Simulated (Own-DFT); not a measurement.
# Computed records: Si3N4 (beta silicon nitride, atoms displaced)

All values are calculated (Own-DFT development build). A calculation, not a measurement: plane-wave PBE density functional theory by an unreviewed code, no spin, of a simulated periodic cell, stress positive in tension, free energy of the whole cell less one offset for each atom, forces on such cells passed a denser k mesh, this cell's mesh not checked; offsets are fitted by least squares, one for each functional and potential file, so energies compare only between cells with the same atoms and settings and are not formation energies; the far tail of each file's local potential was reset to the Coulomb form; each entry is a single point on an unrelaxed cell, so the pressure reflects the starting lattice, mostly measured values (interpolated for alloys), from which strain is counted, and rises with the displacements; printed positions are rounded, which can move forces by about a meV/angstrom; the program, named Own-DFT, is a retired in-house code; no spin-orbit coupling; before rounding, a Quantum ESPRESSO 7.3.1 run of the same cell and cutoff gave forces within 1 meV/angstrom rms on each cell, which checks the program and not the settings.

Common to all runs: functional PBE; potential files PseudoDojo norm-conserving, scalar-relativistic, standard set; wave cutoff 42 hartree; occupations Fermi-Dirac; smearing width 0.1 eV; k mesh 3 x 3 x 3 centred on Gamma.

(1) Si3N4 (beta silicon nitride, atoms displaced)

```
Si3N4
1.0
      7.6060     0.0000     0.0000
     -3.8030     6.5870     0.0000
      0.0000     0.0000     8.7270
Si N Si N Si N
6 8 6 8 6 8
Direct
  0.17856 0.77576 0.08804
  0.21821 0.39320 0.08884
  0.59449 0.82239 0.08018
  0.82530 0.23272 0.25203
  0.76056 0.59866 0.25042
  0.41029 0.16607 0.25354
  0.34685 0.03077 0.08347
  0.97314 0.30369 0.09929
  0.69261 0.67758 0.08210
  0.66379 0.96077 0.23937
  0.03195 0.68904 0.25619
  0.30337 0.33961 0.25087
  0.34291 0.67084 0.08855
  0.66778 0.32856 0.24259
  0.16982 0.77267 0.41304
  0.23504 0.41213 0.41220
  0.59697 0.82739 0.41306
  0.84099 0.23965 0.58744
  0.76458 0.58186 0.57957
  0.41671 0.18845 0.58363
  0.32462 0.01470 0.42535
  0.97006 0.29671 0.41651
  0.69745 0.66000 0.41482
  0.65141 0.96296 0.58730
  0.03754 0.70137 0.57829
  0.29544 0.32183 0.58922
  0.33093 0.65814 0.41396
  0.65585 0.32009 0.59007
  0.16396 0.75966 0.75017
  0.22890 0.40495 0.75612
  0.59543 0.82139 0.74612
  0.81580 0.22847 0.91576
  0.77109 0.61403 0.91993
  0.41202 0.19235 0.91445
  0.32829 0.02566 0.75245
  0.96712 0.30589 0.73863
  0.68714 0.65729 0.74514
  0.67327 0.97131 0.92834
  0.02710 0.68834 0.91957
  0.29573 0.33372 0.91218
  0.32821 0.65321 0.75582
  0.67838 0.33307 0.91350
```

| Quantity | Value |
| --- | --- |
| free energy of cell above offsets | -2.528 eV |
| pressure | 8.62 GPa |
| stress xx | -9.95 GPa |
| stress yy | -7.07 GPa |
| stress zz | -8.84 GPa |
| stress yz | -0.31 GPa |
| stress xz | -0.6 GPa |
| stress xy | -0.06 GPa |

Force:
```tsv
element	x (eV/Å)	y (eV/Å)	z (eV/Å)
Si	1.674	-1.74	-0.714
Si	1.699	3.526	-1.011
Si	-3.264	0.982	0.662
Si	-0.052	-1.739	0.839
Si	2.564	-1.768	-1.584
Si	-1.287	0.381	0.26
N	-1.486	1.214	-0.276
N	-1.345	-0.879	-4.003
N	4.223	-2.649	0.638
N	0.572	2.471	3.574
N	-2.677	0.015	-2.765
N	2.89	-2.483	-0.041
N	-2.547	-2.086	-0.52
N	-1.418	1.687	0.802
Si	2.79	-2.598	1.487
Si	0.222	-1.883	2.201
Si	-1.368	-0.825	0.333
Si	-3.917	-3.289	-4.397
Si	0.713	0.73	0.681
Si	-3.257	-5.837	1.044
N	0.434	5.221	-1.53
N	-0.215	-0.257	0.414
N	-1.24	1.186	1.241
N	1.517	1.837	-1.797
N	-2.803	-1.748	1.271
N	-1.194	1.196	-1.371
N	-0.583	3.178	0.287
N	4.592	3.581	-0.811
Si	2.296	1.461	0.236
Si	-0.417	-0.621	-3.16
Si	-2.254	-0.189	1.899
Si	3.685	-0.075	0.781
Si	1.738	-2.875	-1.276
Si	1.637	-3.175	-0.224
N	-0.205	0.937	0.155
N	2.264	0.647	6.295
N	1.339	0.35	0.577
N	0.648	0.028	-4.252
N	-0.633	0.979	0.576
N	0.68	-1.063	3.36
N	-0.777	3.141	-0.228
N	-5.24	3.029	0.348
```

(2) Si3N4 (beta silicon nitride, atoms displaced)

```
Si3N4
1.0
      7.6060     0.0000     0.0000
     -3.8030     6.5870     0.0000
      0.0000     0.0000     8.7270
Si N Si N Si N
6 8 6 8 6 8
Direct
  0.17144 0.76539 0.07299
  0.21930 0.39795 0.07664
  0.60290 0.83341 0.07835
  0.83478 0.22956 0.24611
  0.76866 0.60659 0.24905
  0.40816 0.17859 0.25459
  0.33109 0.02045 0.07750
  0.98039 0.30817 0.08036
  0.69239 0.66203 0.07609
  0.65472 0.95590 0.25851
  0.04218 0.69822 0.24721
  0.29986 0.32859 0.25724
  0.34407 0.67375 0.08248
  0.67875 0.33820 0.25371
  0.18401 0.76832 0.42158
  0.23381 0.39690 0.41451
  0.59804 0.82142 0.41396
  0.83178 0.22399 0.57509
  0.77744 0.60000 0.59092
  0.39441 0.16139 0.58575
  0.32969 0.01565 0.42159
  0.96228 0.30240 0.41852
  0.69733 0.66382 0.42477
  0.67368 0.97475 0.58164
  0.02692 0.68406 0.58586
  0.29500 0.34227 0.58275
  0.33763 0.66950 0.41651
  0.66813 0.33636 0.58461
  0.18040 0.77793 0.76064
  0.23045 0.40370 0.75704
  0.59719 0.83496 0.74974
  0.82971 0.22549 0.91374
  0.77657 0.58470 0.91885
  0.40308 0.16982 0.91415
  0.33876 0.03999 0.75298
  0.96679 0.28927 0.73982
  0.69747 0.66396 0.73933
  0.67027 0.97193 0.91240
  0.03986 0.69075 0.91498
  0.30612 0.33782 0.91584
  0.33417 0.66473 0.74240
  0.66751 0.32818 0.90458
```

| Quantity | Value |
| --- | --- |
| free energy of cell above offsets | -2.783 eV |
| pressure | 7.92 GPa |
| stress xx | -5.24 GPa |
| stress yy | -6.49 GPa |
| stress zz | -12.03 GPa |
| stress yz | 0.46 GPa |
| stress xz | 1.84 GPa |
| stress xy | -1.22 GPa |

Force:
```tsv
element	x (eV/Å)	y (eV/Å)	z (eV/Å)
Si	2.896	0	4.757
Si	5.2	4.247	1.987
Si	-1.258	-1.88	1.274
Si	-2.325	-0.237	1.856
Si	2.615	-1.507	1.155
Si	2.106	-1.342	-0.539
N	-0.555	2.723	0.734
N	-3.827	-2.755	-0.317
N	0.901	0.761	0.556
N	1.563	4.035	-4.628
N	-2.233	-0.13	-0.079
N	0.291	-0.888	-3.593
N	-1.025	-1.999	-0.645
N	-1.628	-0.595	-1.016
Si	-1.341	-3.166	-0.833
Si	-3.366	3.153	1.854
Si	-1.065	-1.445	3.482
Si	-4.008	1.602	2.023
Si	0.37	-3.083	-3.055
Si	1.187	4.611	-1.687
N	-0.572	3.871	-0.579
N	3.608	0.777	-3.498
N	0.354	0.704	-1.981
N	-0.074	-2.152	-0.225
N	2.011	2.419	0.887
N	3.033	-3.086	1.34
N	1.075	-1.977	-0.149
N	-0.188	-1.798	-0.185
Si	1.676	-1.561	-4.832
Si	-1.027	1.172	-3.234
Si	0.687	-2.828	-2.133
Si	-0.987	1.601	-1.842
Si	-2.182	0.481	-2.243
Si	0.687	2.161	2.108
N	-0.861	-3.146	-0.221
N	1.138	0.465	3.164
N	-1.358	1.942	5.419
N	0.547	0.22	1.392
N	-3.134	-1.163	-0.038
N	0.899	-1.561	0.946
N	-0.475	1.632	1.243
N	0.649	-0.28	1.372
```

(3) Si3N4 (beta silicon nitride, atoms displaced)

```
Si3N4
1.0
      7.6060     0.0000     0.0000
     -3.8030     6.5870     0.0000
      0.0000     0.0000     8.7270
Si N Si N Si N
6 8 6 8 6 8
Direct
  0.18227 0.77495 0.07747
  0.22838 0.41734 0.07211
  0.59238 0.82045 0.08510
  0.82683 0.23680 0.24053
  0.76273 0.59324 0.25209
  0.39538 0.16730 0.25019
  0.34286 0.04283 0.08669
  0.97534 0.29607 0.08131
  0.69552 0.66604 0.08521
  0.65332 0.95857 0.24237
  0.02853 0.69997 0.24178
  0.31261 0.33132 0.25049
  0.33960 0.67888 0.09422
  0.65817 0.32298 0.24728
  0.16756 0.76867 0.42356
  0.22690 0.40373 0.42138
  0.59618 0.82095 0.41392
  0.81954 0.23208 0.57656
  0.75785 0.59634 0.58523
  0.38712 0.15886 0.58224
  0.33257 0.02916 0.40928
  0.97015 0.29519 0.41027
  0.70773 0.67544 0.42906
  0.65995 0.95647 0.57839
  0.03095 0.70401 0.57691
  0.29059 0.33135 0.59300
  0.33644 0.66996 0.42012
  0.67760 0.34506 0.57400
  0.17732 0.76994 0.74218
  0.23319 0.40260 0.75077
  0.60629 0.82063 0.74383
  0.82092 0.24179 0.92099
  0.75198 0.58984 0.91259
  0.40400 0.15965 0.90523
  0.34289 0.04076 0.75508
  0.97942 0.30320 0.75199
  0.68937 0.65113 0.75168
  0.65343 0.97314 0.91231
  0.03157 0.71002 0.92053
  0.30685 0.34425 0.91847
  0.34066 0.67466 0.74248
  0.66048 0.33366 0.92166
```

| Property | Result |
| --- | --- |
| free energy of cell above offsets | -2.503 eV |
| pressure | 8.28 GPa |
| stress xx | -7.13 GPa |
| stress yy | -4.88 GPa |
| stress zz | -12.84 GPa |
| stress yz | -1.7 GPa |
| stress xz | 0.28 GPa |
| stress xy | 1.26 GPa |

Force:
```tsv
element	x (eV/Å)	y (eV/Å)	z (eV/Å)
Si	-1.075	1.102	1.863
Si	2.748	0.026	3.3
Si	0.008	1.2	-2.28
Si	-0.447	-1.701	1.707
Si	1.401	-1.321	-0.009
Si	1.577	1.992	-0.843
N	-0.674	-2.952	-3.17
N	-1.706	-0.241	-0.431
N	-0.24	0.241	-0.766
N	1.36	2.862	2.431
N	-0.194	0.096	1.834
N	-3.704	2.135	0.293
N	-0.883	-2.577	-1.178
N	0.542	1.925	0.293
Si	2.551	-0.307	-5.245
Si	1.15	0.903	-1.857
Si	-1.591	0.408	-1.089
Si	1.877	-0.632	1.104
Si	3.755	-1.594	0.391
Si	1.327	3.629	-1.157
N	-0.718	-1.119	3.186
N	-0.959	-0.511	0.303
N	-1.106	0.461	-4.063
N	0.774	3.249	0.583
N	-2.091	-0.323	3.553
N	3.054	-2.305	-3.384
N	-1.002	-1.239	-0.062
N	-2.381	-2.37	0.688
Si	0.301	-0.824	2.089
Si	-1.66	2.633	2.108
Si	-3.41	1.51	1.64
Si	1.87	-1.476	-1.942
Si	3.266	-0.348	3.851
Si	-1.005	5.587	8.629
N	-0.932	-5.176	-6.525
N	-3.261	-1.234	-0.441
N	-1.329	1.765	-1.187
N	1.497	-0.583	0.206
N	-0.776	-0.616	-2.859
N	1.893	-1.555	-1.348
N	0.086	-1.213	0.551
N	0.109	0.491	-0.765
```
